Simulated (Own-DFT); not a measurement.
# Computed records: GaN (wurtzite, strained, atoms displaced)

A calculation, not a measurement: plane-wave PBE density functional theory by an unreviewed code, no spin, of a simulated periodic cell, stress positive in tension, free energy of the whole cell less one offset for each atom, forces on such cells passed a denser k mesh, this cell's mesh not checked; offsets are fitted by least squares, one for each functional and potential file, so energies compare only between cells with the same atoms and settings and are not formation energies; the far tail of each file's local potential was reset to the Coulomb form; each entry is a single point on an unrelaxed cell, so the pressure reflects the starting lattice, mostly measured values (interpolated for alloys), from which strain is counted, and rises with the displacements; printed positions are rounded, which can move forces by about a meV/angstrom; the program, named Own-DFT, is a retired in-house code; no spin-orbit coupling. Program: Own-DFT development build.

Common to all runs: functional PBE; potential files PseudoDojo norm-conserving, scalar-relativistic, standard set with the stringent files for Ga; wave cutoff 96 hartree; occupations Gaussian; smearing width 0.01 eV; k mesh 3 x 4 x 3 centred on Gamma.

```json
{"entry": 1, "formula": "GaN", "kind": "wurtzite, strained, atoms displaced", "structure": {"cell_angstrom": [[12.756, 0.0, 0.0], [-4.7835, 8.2853, 0.0], [0.0, 0.0, 10.1626]], "atoms_fractional": [["Ga", 0.08832, 0.21854, 0.0031], ["Ga", 0.16287, 0.10983, 0.24763], ["N", 0.08663, 0.23018, 0.1856], ["N", 0.16311, 0.10235, 0.44833], ["Ga", 0.08037, 0.22364, 0.50193], ["Ga", 0.16108, 0.10985, 0.75285], ["N", 0.09056, 0.2313, 0.6898], ["N", 0.17228, 0.11199, 0.93809], ["Ga", 0.07979, 0.55221, 0.99494], ["Ga", 0.17262, 0.45261, 0.24501], ["N", 0.08556, 0.54547, 0.18824], ["N", 0.16722, 0.44383, 0.44215], ["Ga", 0.08546, 0.55545, 0.49308], ["Ga", 0.16518, 0.44389, 0.74765], ["N", 0.08083, 0.54523, 0.68428], ["N", 0.16311, 0.43821, 0.94767], ["Ga", 0.08418, 0.88883, 0.98896], ["Ga", 0.16583, 0.7826, 0.24873], ["N", 0.08304, 0.89175, 0.19288], ["N", 0.16956, 0.7829, 0.4497], ["Ga", 0.09239, 0.892, 0.50312], ["Ga", 0.16984, 0.77284, 0.7467], ["N", 0.08953, 0.89466, 0.68046], ["N", 0.16744, 0.78631, 0.9407], ["Ga", 0.32945, 0.21888, 0.99786], ["Ga", 0.41922, 0.11357, 0.24657], ["N", 0.33513, 0.21924, 0.19527], ["N", 0.41988, 0.11164, 0.43629], ["Ga", 0.32635, 0.21778, 0.50292], ["Ga", 0.4164, 0.10893, 0.7458], ["N", 0.33018, 0.21117, 0.67762], ["N", 0.40991, 0.10694, 0.9343], ["Ga", 0.3291, 0.55658, 0.99851], ["Ga", 0.42642, 0.44544, 0.25269], ["N", 0.33688, 0.56095, 0.18493], ["N", 0.41008, 0.44896, 0.43911], ["Ga", 0.33391, 0.55177, 0.50399], ["Ga", 0.41272, 0.4468, 0.75644], ["N", 0.33295, 0.54696, 0.68859], ["N", 0.41403, 0.44117, 0.93759], ["Ga", 0.33049, 0.88952, 0.00652], ["Ga", 0.41193, 0.77379, 0.25793], ["N", 0.33049, 0.8721, 0.18412], ["N", 0.42107, 0.78619, 0.44528], ["Ga", 0.32957, 0.88641, 0.49046], ["Ga", 0.41444, 0.77405, 0.75125], ["N", 0.34243, 0.89685, 0.68545], ["N", 0.4201, 0.78184, 0.94535], ["Ga", 0.58298, 0.21957, 0.98997], ["Ga", 0.67439, 0.11863, 0.2494], ["N", 0.58157, 0.22029, 0.18567], ["N", 0.66231, 0.11181, 0.43722], ["Ga", 0.58276, 0.22704, 0.49769], ["Ga", 0.66364, 0.10865, 0.76024], ["N", 0.5801, 0.22423, 0.6941], ["N", 0.666, 0.10744, 0.93024], ["Ga", 0.58784, 0.54732, 0.99723], ["Ga", 0.66877, 0.43899, 0.24681], ["N", 0.57991, 0.55075, 0.1863], ["N", 0.66538, 0.44443, 0.44445], ["Ga", 0.58128, 0.55469, 0.50798], ["Ga", 0.6565, 0.43167, 0.7457], ["N", 0.58093, 0.56581, 0.68002], ["N", 0.67135, 0.45047, 0.93518], ["Ga", 0.58696, 0.8842, 0.99353], ["Ga", 0.66799, 0.78614, 0.2524], ["N", 0.57766, 0.88078, 0.18638], ["N", 0.67333, 0.77216, 0.43374], ["Ga", 0.58382, 0.88979, 0.49587], ["Ga", 0.66542, 0.77659, 0.7455], ["N", 0.58087, 0.88675, 0.67892], ["N", 0.66613, 0.78678, 0.93522], ["Ga", 0.83137, 0.22675, 0.99884], ["Ga", 0.92261, 0.12842, 0.24729], ["N", 0.84301, 0.21823, 0.1917], ["N", 0.91127, 0.12111, 0.44708], ["Ga", 0.83344, 0.23533, 0.51081], ["Ga", 0.91556, 0.10423, 0.75103], ["N", 0.8343, 0.22577, 0.69219], ["N", 0.913, 0.11479, 0.94218], ["Ga", 0.83468, 0.55656, 0.0041], ["Ga", 0.91658, 0.44783, 0.24952], ["N", 0.8343, 0.55084, 0.18988], ["N", 0.91153, 0.44, 0.44609], ["Ga", 0.83528, 0.56154, 0.50731], ["Ga", 0.91414, 0.44158, 0.73687], ["N", 0.83571, 0.56534, 0.68007], ["N", 0.91776, 0.44292, 0.93829], ["Ga", 0.82906, 0.88076, 0.00123], ["Ga", 0.91769, 0.77208, 0.25793], ["N", 0.83005, 0.8958, 0.19151], ["N", 0.91347, 0.77485, 0.43312], ["Ga", 0.8398, 0.89998, 0.49585], ["Ga", 0.91311, 0.77314, 0.74934], ["N", 0.82973, 0.88834, 0.67925], ["N", 0.91759, 0.78143, 0.93914]]}, "results": {"free_energy_of_cell_above_offsets [eV]": "-2.024", "pressure [GPa]": 11.73, "stress_xx [GPa]": -9.14, "stress_yy [GPa]": -8.15, "stress_zz [GPa]": -17.91, "stress_yz [GPa]": -0.14, "stress_xz [GPa]": -0.2, "stress_xy [GPa]": 1.06, "force_element": ["Ga", "Ga", "N", "N", "Ga", "Ga", "N", "N", "Ga", "Ga", "N", "N", "Ga", "Ga", "N", "N", "Ga", "Ga", "N", "N", "Ga", "Ga", "N", "N", "Ga", "Ga", "N", "N", "Ga", "Ga", "N", "N", "Ga", "Ga", "N", "N", "Ga", "Ga", "N", "N", "Ga", "Ga", "N", "N", "Ga", "Ga", "N", "N", "Ga", "Ga", "N", "N", "Ga", "Ga", "N", "N", "Ga", "Ga", "N", "N", "Ga", "Ga", "N", "N", "Ga", "Ga", "N", "N", "Ga", "Ga", "N", "N", "Ga", "Ga", "N", "N", "Ga", "Ga", "N", "N", "Ga", "Ga", "N", "N", "Ga", "Ga", "N", "N", "Ga", "Ga", "N", "N", "Ga", "Ga", "N", "N"], "force_x [eV/angstrom]": [-1.59, 0.483, 0.657, -1.192, 0.341, 1.406, -1.021, -1.569, 0.598, 1.328, -2.477, 0.125, -0.428, 0.533, -0.281, 0.024, -0.776, 0.594, -0.064, -0.29, -2.219, -0.177, -0.782, 0.916, 1.446, 0.094, -1.021, -1.128, 1.009, -1.057, -0.37, 0.92, 0.964, -2.37, 0.608, 2.278, -1.189, 1.397, -1.453, 0.401, 0.933, 1.496, -1.379, -0.706, 1.89, 0.387, -0.824, -0.839, -0.714, -0.448, 1.153, 0.884, 0.271, 0.278, 1.132, -0.158, -2.473, -1.289, 2.158, 0.216, -0.149, 0.216, 0.514, 0.813, -2.174, -0.054, 0.048, -1.358, 1.141, -0.378, 0.189, 2.412, 0.777, 2.952, -4.887, 1.297, -0.56, -0.168, -0.408, 1.382, 0.597, 1.503, -0.507, 0.379, -0.593, -0.175, -0.223, -1.248, -0.379, -1.196, 1.776, 0.959, -0.342, 0.242, 0.951, 0.014], "force_y [eV/angstrom]": [-0.187, 0.757, -0.661, 1.633, -0.413, 0.264, -1.699, -0.609, 0.548, -0.816, 1.958, 0.24, -0.253, 0.215, 1.443, 0.707, 0.378, -0.915, -0.697, -1.833, -0.814, 0.795, -1.277, -1.901, 0.913, -1.232, 0.159, -0.007, 0.746, 0.115, 1.205, 0.507, 0.368, -0.344, -1.01, -1.21, 1.283, -1.359, 1.217, 0.296, -0.028, 0.01, 1.816, -1.763, 1.527, 0.43, -2.013, -0.412, -0.238, -1.472, 0.107, 0.647, -0.908, -0.342, -1.33, 0.491, 1.339, 0.625, 0.965, 0.411, 0.092, 3.224, -1.847, -1.061, 0.8, -1.022, 1.487, 0.547, 0.233, 1.005, 0.492, -2.483, -0.668, -2.971, 2.655, 0.067, -2.548, 0.914, -1.396, -0.812, 0.108, -1.009, 0.549, 2.322, -0.194, 1.151, -1.755, 0.667, 1.671, 1.054, -0.27, 0.742, -0.892, 1.459, -0.01, -0.675], "force_z [eV/angstrom]": [-1.054, 1.218, 1.339, -2.1, -0.422, -1.456, 0.363, 0.126, 0.641, 0.988, 0.084, -0.907, 0.29, 1.148, 0.407, -1.735, 1.745, 0.124, -1.293, -2.33, -1.291, -0.283, 3.354, -0.858, 1.041, 0.408, -1.102, -0.008, -2.564, 0.092, 3.759, 0.786, 0.226, -0.186, 0.971, -0.091, -0.627, -1.645, 0.81, 1.106, -2.0, -0.828, 2.198, -0.582, 1.522, -0.221, -0.071, -1.369, 0.796, -0.247, -0.875, 0.454, 0.343, -5.193, -0.988, 4.361, 0.444, 1.044, -0.259, -0.876, -3.972, -0.104, 4.071, -0.276, 1.936, -0.922, 0.245, 1.423, -0.595, -0.145, 2.172, -0.688, 0.158, 1.836, -1.684, -1.133, -1.381, 0.105, 0.974, -0.351, -1.219, 0.714, -0.038, -1.4, -3.577, 1.719, 3.692, -0.77, 0.466, -2.511, -0.178, 2.696, -1.01, -0.581, 1.78, -0.175]}}
{"entry": 2, "formula": "GaN", "kind": "wurtzite, strained, atoms displaced", "structure": {"cell_angstrom": [[12.756, 0.0, 0.0], [-4.7835, 8.2853, 0.0], [0.0, 0.0, 10.1626]], "atoms_fractional": [["Ga", 0.08166, 0.21333, 0.99349], ["Ga", 0.16693, 0.11106, 0.25531], ["N", 0.0814, 0.21595, 0.19279], ["N", 0.17144, 0.11223, 0.43712], ["Ga", 0.08852, 0.22657, 0.5028], ["Ga", 0.16345, 0.10941, 0.75044], ["N", 0.08756, 0.22025, 0.69069], ["N", 0.16197, 0.10982, 0.94023], ["Ga", 0.08036, 0.55086, 0.99442], ["Ga", 0.17123, 0.44544, 0.25614], ["N", 0.0832, 0.55781, 0.18788], ["N", 0.1649, 0.43519, 0.43699], ["Ga", 0.08428, 0.56039, 0.50698], ["Ga", 0.16669, 0.45249, 0.7524], ["N", 0.08271, 0.55204, 0.68773], ["N", 0.15844, 0.43734, 0.93323], ["Ga", 0.0867, 0.88883, 0.99854], ["Ga", 0.16578, 0.79016, 0.2396], ["N", 0.08298, 0.89665, 0.18868], ["N", 0.16092, 0.78111, 0.43613], ["Ga", 0.07998, 0.88127, 0.50744], ["Ga", 0.16446, 0.77646, 0.74816], ["N", 0.08171, 0.88845, 0.68218], ["N", 0.17116, 0.77539, 0.9468], ["Ga", 0.33064, 0.22383, 0.99926], ["Ga", 0.42072, 0.12195, 0.25337], ["N", 0.33736, 0.22725, 0.18958], ["N", 0.41383, 0.1142, 0.44418], ["Ga", 0.33265, 0.22017, 0.50085], ["Ga", 0.41238, 0.10969, 0.74899], ["N", 0.33543, 0.22511, 0.68727], ["N", 0.41773, 0.11291, 0.94093], ["Ga", 0.33912, 0.55841, 0.00793], ["Ga", 0.42077, 0.44488, 0.24447], ["N", 0.33687, 0.56057, 0.18353], ["N", 0.41561, 0.44598, 0.43956], ["Ga", 0.32975, 0.55521, 0.49513], ["Ga", 0.41759, 0.43984, 0.75401], ["N", 0.33481, 0.55328, 0.69355], ["N", 0.41743, 0.43963, 0.93662], ["Ga", 0.33186, 0.88948, 0.99988], ["Ga", 0.41965, 0.77377, 0.25068], ["N", 0.34217, 0.88942, 0.18408], ["N", 0.42019, 0.77858, 0.43286], ["Ga", 0.33462, 0.88493, 0.508], ["Ga", 0.41305, 0.77357, 0.7506], ["N", 0.34046, 0.89264, 0.68753], ["N", 0.41787, 0.77764, 0.94191], ["Ga", 0.58217, 0.22394, 0.0004], ["Ga", 0.67524, 0.11009, 0.25976], ["N", 0.58698, 0.21985, 0.19639], ["N", 0.67339, 0.11418, 0.43602], ["Ga", 0.57386, 0.21096, 0.5103], ["Ga", 0.6724, 0.11506, 0.74552], ["N", 0.57456, 0.21023, 0.69522], ["N", 0.66525, 0.1114, 0.93301], ["Ga", 0.57693, 0.55054, 0.99211], ["Ga", 0.66343, 0.44087, 0.25076], ["N", 0.57509, 0.55705, 0.17974], ["N", 0.67048, 0.44777, 0.44474], ["Ga", 0.58722, 0.5492, 0.49963], ["Ga", 0.66158, 0.44534, 0.75766], ["N", 0.58372, 0.54921, 0.69588], ["N", 0.66658, 0.44288, 0.93526], ["Ga", 0.58716, 0.89499, 0.99815], ["Ga", 0.67066, 0.7764, 0.2518], ["N", 0.58249, 0.89522, 0.19187], ["N", 0.67099, 0.77525, 0.43233], ["Ga", 0.58348, 0.88886, 0.50495], ["Ga", 0.66682, 0.77222, 0.74918], ["N", 0.58408, 0.88021, 0.6939], ["N", 0.66554, 0.78064, 0.92793], ["Ga", 0.83422, 0.22041, 0.0037], ["Ga", 0.91131, 0.10754, 0.24062], ["N", 0.8294, 0.21306, 0.19102], ["N", 0.92132, 0.12024, 0.44101], ["Ga", 0.83238, 0.22177, 0.49848], ["Ga", 0.91351, 0.11493, 0.76103], ["N", 0.83087, 0.2225, 0.68235], ["N", 0.92243, 0.12009, 0.93544], ["Ga", 0.8363, 0.55309, 0.99266], ["Ga", 0.92689, 0.44878, 0.2563], ["N", 0.83437, 0.55113, 0.18259], ["N", 0.91591, 0.43955, 0.43736], ["Ga", 0.834, 0.55067, 0.50687], ["Ga", 0.91829, 0.44771, 0.74131], ["N", 0.82548, 0.55672, 0.68836], ["N", 0.91673, 0.45017, 0.9442], ["Ga", 0.83532, 0.89203, 0.00322], ["Ga", 0.91958, 0.77024, 0.26167], ["N", 0.82477, 0.87641, 0.18297], ["N", 0.92465, 0.78604, 0.44411], ["Ga", 0.82792, 0.88378, 0.50336], ["Ga", 0.92099, 0.77751, 0.74442], ["N", 0.83168, 0.88494, 0.69196], ["N", 0.92023, 0.77675, 0.94084]]}, "results": {"free_energy_of_cell_above_offsets [eV]": "-3.184", "pressure [GPa]": 11.45, "stress_xx [GPa]": -9.02, "stress_yy [GPa]": -6.26, "stress_zz [GPa]": -19.06, "stress_yz [GPa]": -0.01, "stress_xz [GPa]": 0.09, "stress_xy [GPa]": -0.5, "force_element": ["Ga", "Ga", "N", "N", "Ga", "Ga", "N", "N", "Ga", "Ga", "N", "N", "Ga", "Ga", "N", "N", "Ga", "Ga", "N", "N", "Ga", "Ga", "N", "N", "Ga", "Ga", "N", "N", "Ga", "Ga", "N", "N", "Ga", "Ga", "N", "N", "Ga", "Ga", "N", "N", "Ga", "Ga", "N", "N", "Ga", "Ga", "N", "N", "Ga", "Ga", "N", "N", "Ga", "Ga", "N", "N", "Ga", "Ga", "N", "N", "Ga", "Ga", "N", "N", "Ga", "Ga", "N", "N", "Ga", "Ga", "N", "N", "Ga", "Ga", "N", "N", "Ga", "Ga", "N", "N", "Ga", "Ga", "N", "N", "Ga", "Ga", "N", "N", "Ga", "Ga", "N", "N", "Ga", "Ga", "N", "N"], "force_x [eV/angstrom]": [-0.394, 0.046, -0.162, -0.716, -0.285, 0.969, -1.728, 1.853, 0.584, -0.8, 1.232, -0.672, 0.287, 1.802, -0.538, 1.209, -0.616, 2.039, -0.187, 1.974, 0.612, 0.684, 1.087, -1.39, 0.561, 0.712, -0.738, 0.928, -0.689, 0.004, -0.641, -0.889, -1.024, -1.395, -0.2, 0.706, 1.101, -0.671, -0.617, -1.439, 1.702, -0.486, -1.75, -0.659, -0.733, 1.283, -1.499, -0.186, 0.677, -2.078, -0.243, -1.733, 1.224, -1.275, 1.108, 0.634, 1.53, 0.588, 2.302, 0.386, -1.767, 1.18, -1.145, -0.053, -0.283, -1.962, 1.493, -1.074, 0.722, 0.079, -0.871, 0.644, -1.062, 1.636, 0.574, 0.031, 1.156, 0.795, 0.966, -1.08, -1.791, -1.538, -0.172, 0.059, -0.216, -1.247, 1.54, 1.205, -0.057, -0.896, 1.816, -1.655, 1.059, -1.522, 0.381, -0.336], "force_y [eV/angstrom]": [1.959, 0.577, 0.812, -0.588, -1.854, 0.344, 0.724, -0.62, 0.075, -0.234, 0.32, 2.159, -0.425, -1.533, 1.059, 0.466, -0.309, -0.954, -0.438, -0.714, 2.111, 0.602, 0.052, -0.006, -0.771, -1.598, -0.754, -1.153, 0.979, 0.133, -0.924, -0.175, -0.255, 0.032, -1.281, 0.007, 0.01, 0.509, 0.039, 0.03, 0.45, 1.142, 0.578, -0.046, 0.204, 0.064, -1.037, -0.02, -0.406, -0.434, 0.289, -0.778, 1.129, -1.219, 1.297, 0.785, 1.481, 0.71, 0.321, -1.404, 0.715, -1.373, 0.542, 0.239, -0.531, -0.374, -0.652, -0.382, -0.251, 0.034, 1.006, -0.264, 0.541, -0.651, 1.897, -1.407, -0.177, -0.578, 0.759, -1.267, 0.92, -0.706, 0.143, 1.078, 0.511, -0.684, -0.447, -1.836, -1.054, 0.046, 1.164, -1.611, 1.687, 0.087, 0.821, 0.536], "force_z [eV/angstrom]": [1.84, -0.875, -1.079, 1.523, -0.233, -0.262, 0.283, -0.614, 1.285, -2.275, -0.016, 1.251, -2.876, -0.733, 0.781, 1.694, 0.302, 0.852, -0.289, 0.25, -2.843, 0.703, 3.142, -1.908, 0.235, -0.428, -0.284, -0.445, -0.274, 0.933, 0.813, -0.309, -3.109, 1.348, 2.565, -0.269, 1.006, -1.397, -0.957, 0.738, 0.054, -1.151, 1.55, 1.926, -2.916, 0.729, 1.371, -0.424, 0.548, -2.217, -0.729, 2.924, -1.333, 0.48, -0.121, 0.835, 0.407, -0.384, 0.626, -0.737, 0.516, -1.783, -1.398, 2.066, 0.387, -1.54, -0.475, 1.973, -0.698, -0.945, -0.855, 2.796, -0.547, 1.861, -0.622, -0.56, -0.558, -3.978, 1.331, 2.526, 1.161, -1.749, 1.495, 1.679, -1.756, 1.451, 1.051, -2.134, -1.958, -2.181, 1.454, 0.35, -0.341, 1.325, 0.067, -0.922]}}
{"entry": 3, "formula": "GaN", "kind": "wurtzite, strained, atoms displaced", "structure": {"cell_angstrom": [[12.756, 0.0, 0.0], [-4.7835, 8.2853, 0.0], [0.0, 0.0, 10.1626]], "atoms_fractional": [["Ga", 0.08077, 0.21777, 0.99596], ["Ga", 0.17463, 0.1159, 0.25085], ["N", 0.08455, 0.21916, 0.1895], ["N", 0.16789, 0.1079, 0.44154], ["Ga", 0.07999, 0.21708, 0.50615], ["Ga", 0.16003, 0.10943, 0.75644], ["N", 0.07878, 0.22149, 0.68651], ["N", 0.16845, 0.11886, 0.93405], ["Ga", 0.08192, 0.5486, 0.98979], ["Ga", 0.17299, 0.44808, 0.25447], ["N", 0.08725, 0.56365, 0.18546], ["N", 0.16249, 0.44042, 0.43053], ["Ga", 0.08056, 0.57194, 0.49241], ["Ga", 0.16603, 0.44202, 0.74637], ["N", 0.08492, 0.55049, 0.68841], ["N", 0.16506, 0.43604, 0.9389], ["Ga", 0.08048, 0.88773, 0.00727], ["Ga", 0.16609, 0.77506, 0.24513], ["N", 0.0803, 0.87953, 0.20332], ["N", 0.16525, 0.77806, 0.43176], ["Ga", 0.08653, 0.88948, 0.50255], ["Ga", 0.17221, 0.77487, 0.75261], ["N", 0.07736, 0.89244, 0.69423], ["N", 0.158, 0.7663, 0.93247], ["Ga", 0.33413, 0.21957, 0.00319], ["Ga", 0.41699, 0.11169, 0.25178], ["N", 0.34107, 0.22624, 0.19574], ["N", 0.42439, 0.11123, 0.43856], ["Ga", 0.33373, 0.21419, 0.49924], ["Ga", 0.41521, 0.11213, 0.75011], ["N", 0.32559, 0.22282, 0.68998], ["N", 0.41769, 0.11578, 0.93521], ["Ga", 0.33436, 0.55644, 0.00224], ["Ga", 0.41814, 0.44636, 0.24897], ["N", 0.33144, 0.56626, 0.18415], ["N", 0.42177, 0.4414, 0.44071], ["Ga", 0.33844, 0.55769, 0.50115], ["Ga", 0.41535, 0.44437, 0.74642], ["N", 0.32796, 0.56306, 0.6829], ["N", 0.42259, 0.43583, 0.93927], ["Ga", 0.32558, 0.88426, 0.00023], ["Ga", 0.41817, 0.77686, 0.25934], ["N", 0.33484, 0.88912, 0.18167], ["N", 0.41215, 0.77099, 0.43874], ["Ga", 0.33154, 0.88831, 0.49829], ["Ga", 0.42211, 0.78704, 0.75206], ["N", 0.3331, 0.88355, 0.68645], ["N", 0.42264, 0.76931, 0.93747], ["Ga", 0.58292, 0.21544, 0.00983], ["Ga", 0.66841, 0.10274, 0.24855], ["N", 0.57513, 0.2139, 0.18403], ["N", 0.66176, 0.10621, 0.44139], ["Ga", 0.58438, 0.23199, 0.49514], ["Ga", 0.66501, 0.11291, 0.75196], ["N", 0.57233, 0.2136, 0.68131], ["N", 0.6634, 0.09986, 0.93347], ["Ga", 0.58182, 0.55341, 0.00338], ["Ga", 0.66569, 0.4438, 0.25036], ["N", 0.59131, 0.56259, 0.18159], ["N", 0.67184, 0.4489, 0.43594], ["Ga", 0.58252, 0.55431, 0.50217], ["Ga", 0.66171, 0.43768, 0.75382], ["N", 0.58187, 0.56017, 0.68462], ["N", 0.6719, 0.45197, 0.93965], ["Ga", 0.58346, 0.88897, 0.00443], ["Ga", 0.66149, 0.77959, 0.24701], ["N", 0.57916, 0.89305, 0.19298], ["N", 0.66018, 0.77452, 0.43531], ["Ga", 0.58721, 0.89212, 0.50146], ["Ga", 0.67379, 0.76912, 0.75313], ["N", 0.58639, 0.88675, 0.68886], ["N", 0.66898, 0.78867, 0.9411], ["Ga", 0.83943, 0.23042, 0.0015], ["Ga", 0.91372, 0.10842, 0.24653], ["N", 0.84266, 0.22224, 0.19097], ["N", 0.90963, 0.09901, 0.43406], ["Ga", 0.83442, 0.21726, 0.50092], ["Ga", 0.92116, 0.12381, 0.75404], ["N", 0.83411, 0.2261, 0.68983], ["N", 0.91669, 0.11079, 0.94054], ["Ga", 0.82845, 0.55193, 0.99544], ["Ga", 0.91247, 0.43883, 0.2485], ["N", 0.83259, 0.5551, 0.19648], ["N", 0.91418, 0.44485, 0.43269], ["Ga", 0.83201, 0.55979, 0.49162], ["Ga", 0.923, 0.4507, 0.75207], ["N", 0.83632, 0.5549, 0.68006], ["N", 0.91111, 0.44228, 0.93557], ["Ga", 0.82919, 0.88644, 0.00914], ["Ga", 0.91251, 0.77111, 0.2553], ["N", 0.83976, 0.89373, 0.18638], ["N", 0.92087, 0.78381, 0.43699], ["Ga", 0.82515, 0.88489, 0.50382], ["Ga", 0.91266, 0.7704, 0.75503], ["N", 0.83027, 0.89246, 0.68414], ["N", 0.91449, 0.77954, 0.93465]]}, "results": {"free_energy_of_cell_above_offsets [eV]": "-3.653", "pressure [GPa]": 11.14, "stress_xx [GPa]": -6.32, "stress_yy [GPa]": -7.84, "stress_zz [GPa]": -19.28, "stress_yz [GPa]": 0.08, "stress_xz [GPa]": 0.15, "stress_xy [GPa]": -0.89, "force_element": ["Ga", "Ga", "N", "N", "Ga", "Ga", "N", "N", "Ga", "Ga", "N", "N", "Ga", "Ga", "N", "N", "Ga", "Ga", "N", "N", "Ga", "Ga", "N", "N", "Ga", "Ga", "N", "N", "Ga", "Ga", "N", "N", "Ga", "Ga", "N", "N", "Ga", "Ga", "N", "N", "Ga", "Ga", "N", "N", "Ga", "Ga", "N", "N", "Ga", "Ga", "N", "N", "Ga", "Ga", "N", "N", "Ga", "Ga", "N", "N", "Ga", "Ga", "N", "N", "Ga", "Ga", "N", "N", "Ga", "Ga", "N", "N", "Ga", "Ga", "N", "N", "Ga", "Ga", "N", "N", "Ga", "Ga", "N", "N", "Ga", "Ga", "N", "N", "Ga", "Ga", "N", "N", "Ga", "Ga", "N", "N"], "force_x [eV/angstrom]": [0.125, -1.399, 0.266, -0.092, -0.08, 0.433, 0.696, 0.736, -0.115, -1.485, -0.164, 0.195, 1.24, 0.424, -0.725, 0.175, -0.117, 0.728, -0.379, 0.589, -0.963, -1.469, 1.533, 0.251, -0.293, 0.24, -0.908, -1.52, -0.464, -1.078, 0.914, 0.397, 0.314, -0.045, 1.883, -0.964, -0.994, -0.727, 1.524, -1.661, 1.15, -1.152, -0.182, 0.349, 0.535, 0.647, -0.492, -1.763, 0.013, -0.503, 1.695, 0.484, 1.399, 0.338, 1.268, -0.141, 0.412, 0.069, -0.989, -1.516, 0.524, 0.477, 0.733, -1.263, -0.281, 1.33, 0.875, 0.605, -0.958, -1.827, 0.039, 0.566, -0.501, 2.426, -2.677, 0.328, -0.518, -0.969, -0.292, -0.371, 1.198, 1.148, -0.204, 0.17, 1.298, -0.926, -0.897, 0.557, 0.539, 0.032, -1.012, -0.788, 0.981, -0.324, 1.201, 0.136], "force_y [eV/angstrom]": [0.225, -0.831, 0.343, 0.554, 0.264, 0.009, 0.213, -1.262, -0.1, -0.772, -2.056, 0.358, -3.108, 0.123, 1.078, 0.848, -0.015, 0.307, 1.694, 1.595, 0.105, 0.189, -0.871, 1.345, 0.119, -1.24, -0.061, -0.609, 0.567, -0.437, -0.319, -1.188, -0.925, 0.917, -0.936, -0.25, -1.273, 0.326, -0.478, 0.803, 0.061, 0.422, 0.199, 1.164, -0.318, -0.932, 1.128, 0.91, 0.246, 2.062, 1.119, 1.303, -0.767, -0.457, 1.294, 1.953, 0.94, -0.287, -0.581, -0.267, 0.447, 0.226, -1.331, -1.765, -0.267, 0.181, -1.1, -0.247, -0.717, 1.601, 0.204, -1.754, -1.585, -0.002, 0.069, 0.99, 0.595, -1.779, 0.122, -0.082, 1.455, 1.25, -0.772, -0.357, 0.343, -0.549, -0.411, 0.482, 0.343, 0.994, -1.228, -0.318, -0.15, 0.734, 0.15, -0.219], "force_z [eV/angstrom]": [1.437, 0.275, -0.217, -0.097, -2.528, -2.198, 1.203, 2.696, 1.647, -2.255, -0.53, 3.156, 0.796, 0.114, -0.627, -0.574, -0.415, -0.222, -2.125, 0.848, 0.189, -1.698, -0.49, 1.706, -0.387, -0.239, -0.974, -0.065, 0.323, -0.577, -0.206, 0.978, -1.399, 0.044, 1.245, -0.503, -0.862, 0.27, 1.562, -0.171, -1.315, -1.799, 1.808, 1.056, -0.128, -0.652, 0.34, 0.374, -3.571, 0.888, 2.807, -0.727, 0.295, -1.62, 1.054, 2.05, -1.949, -0.785, 2.247, 0.175, -1.082, -1.388, 1.282, -0.005, -0.665, 0.112, -0.643, -0.011, 0.409, 0.144, 0.347, 0.213, -0.541, 0.796, -0.91, 0.818, -0.365, -0.507, 0.198, 0.201, 1.387, -0.406, -1.742, 1.188, 0.63, -1.699, 1.256, 0.866, -2.407, -0.713, 1.792, 1.356, -1.453, -2.205, 1.807, 2.264]}}
```
